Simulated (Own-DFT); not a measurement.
# Strain and stress in C40 NbSi2, 36 atoms (Nb12Si24)

All numbers below are calculated, not measured. The program, named Own-DFT, is a retired in-house plane-wave density functional code that no person has reviewed. Each row is one single-point run on a periodic cell that was not relaxed, without spin or spin-orbit coupling.

Settings of every run: PBE; PseudoDojo norm-conserving scalar-relativistic files; cutoff 42 hartree; 4 x 4 x 5 k mesh centred on Gamma; cold (Marzari-Vanderbilt) smearing of 0.2 eV.

Known limits: forces on such cells failed a check on a denser k mesh; stress not checked against mesh or cutoff.

Unstrained cell vectors in Å: (0.000, 8.324, 0.000); (-9.613, 0.000, 0.000); (0.000, 0.000, 6.586). The unstrained cell was taken from the Materials Project. The random moves and any unrelaxed bonds add to the pressure at no strain. Each run strains this cell uniformly, with the atoms carried along. Every atom was also moved at random, by a Gaussian of width 0.05 Å on each axis. Strain is the symmetric tensor, in per cent. Stress is positive in tension, and the pressure is minus a third of its trace.

```
run  e_xx (%)  e_yy (%)  e_zz (%)  e_yz (%)  e_xz (%)  e_xy (%)  s_xx (GPa)  s_yy (GPa)  s_zz (GPa)  s_yz (GPa)  s_xz (GPa)  s_xy (GPa)  P (GPa)  E (meV/atom)
  1     -1.07     -1.17      0.76      1.65     -0.10     -0.33       -6.33       -7.62       -1.71        5.38       -0.48       -0.74     5.22          17.7
  2     -1.77     -1.45     -0.52     -0.32     -0.76     -1.60      -12.42       -9.88       -9.55       -1.51       -2.54       -5.33    10.62          51.8
  3      1.70      0.67      0.63     -1.59      0.24      1.92        3.88        1.62        0.74       -4.60        0.47        5.12    -2.08          18.5
  4      1.41      1.37     -0.19      1.39     -0.89      0.52        3.10        3.23       -2.35        3.44       -2.93        1.52    -1.33          11.8
  5     -0.74      1.97      1.74      0.46      1.77     -1.56       -2.44        4.89        4.26        1.97        4.84       -4.40    -2.24          21.1
  6      1.58     -1.57      1.07     -0.32     -0.17     -1.53        2.55       -6.92        1.19       -0.41       -0.79       -3.95     1.06          22.0
  7      1.90      1.47     -1.59      1.12     -0.99     -0.05        3.69        3.01       -9.07        3.55       -2.67       -0.36     0.79          25.1
  8      0.46      1.79      0.96     -0.36      0.57      0.06        1.32        4.63        3.00       -1.32        1.21        0.10    -2.98           0.0
  9      0.56      0.85      0.57      0.09      0.79      1.77        0.70        1.32       -0.50       -0.67        2.09        4.81    -0.51          13.8
 10      0.88     -0.16      0.52     -1.97      0.49     -1.23        0.97       -2.19       -1.62       -6.70        1.24       -3.68     0.94          20.8
 11     -1.13      1.83      0.42      1.31     -0.29      0.50       -4.45        3.65       -0.83        4.29       -1.00        1.51     0.54           1.4
 12      1.64     -1.36      0.82     -1.69      1.84      1.99        2.58       -5.92       -1.07       -5.63        5.47        5.68     1.47          38.7
 13     -1.42     -1.37     -1.88     -1.48      0.37     -1.67      -10.75      -10.38      -16.00       -5.85        1.38       -5.30    12.38          41.3
 14      0.51     -0.53     -0.70     -1.83      0.09     -1.86       -1.74       -5.42       -8.03       -6.42       -0.83       -5.55     5.06          40.3
 15      1.13     -0.84     -1.06     -1.81      0.31     -1.87       -0.77       -4.99       -8.56       -5.44        1.24       -5.04     4.77          24.6
 16      0.74     -1.70     -1.34     -1.62     -1.15      1.44           ?           ?           ?           ?           ?           ?        ?             ?
```

E is the free energy for each atom above the lowest run shown.

## Worked fit

Each stress component was fitted by least squares to a constant and the strains of the runs shown, as fractions, with shears doubled. Shear strains stay in the fit of a normal stress only where such slopes are resolved. The slopes, in GPa:

| stress | at no strain | per e_xx | per e_yy | per e_zz | scatter |
|---|---|---|---|---|---|
| s_xx | -2.9 | 362 ± 12 | 90 ± 12 | 99 ± 15 | 0.57 |
| s_yy | -2.8 | 82 ± 7 | 372 ± 7 | 63 ± 9 | 0.33 |
| s_zz | -4.2 | 80 ± 14 | 93 ± 13 | 475 ± 17 | 0.64 |

Each shear stress against twice its own strain: yz 162 ± 10, xz 159 ± 9, xy 137 ± 3 GPa. These are stiffnesses along x, y and z of the frame in which the cell vectors are given, which need not be the crystal's axes. The atoms are held to the strained lattice; where symmetry lets them move under strain, relaxing them would lower some slopes. The table should be nearly symmetric about its diagonal, and what it lacks of that shows the noise. A ninth of its sum, 191 ± 5 GPa, estimates the bulk modulus near the mean pressure of these runs, 2.2 GPa, so it lies above the value at zero pressure.

## Withheld run

Question: what normal stresses and pressure should run 16 give?

The fit gives s_xx = -3.1, s_yy = -9.4, s_zz = -11.6 and P = 8.0 GPa. The calculation gave -2.31, -9.85, -11.89 and P = 8.02 GPa.
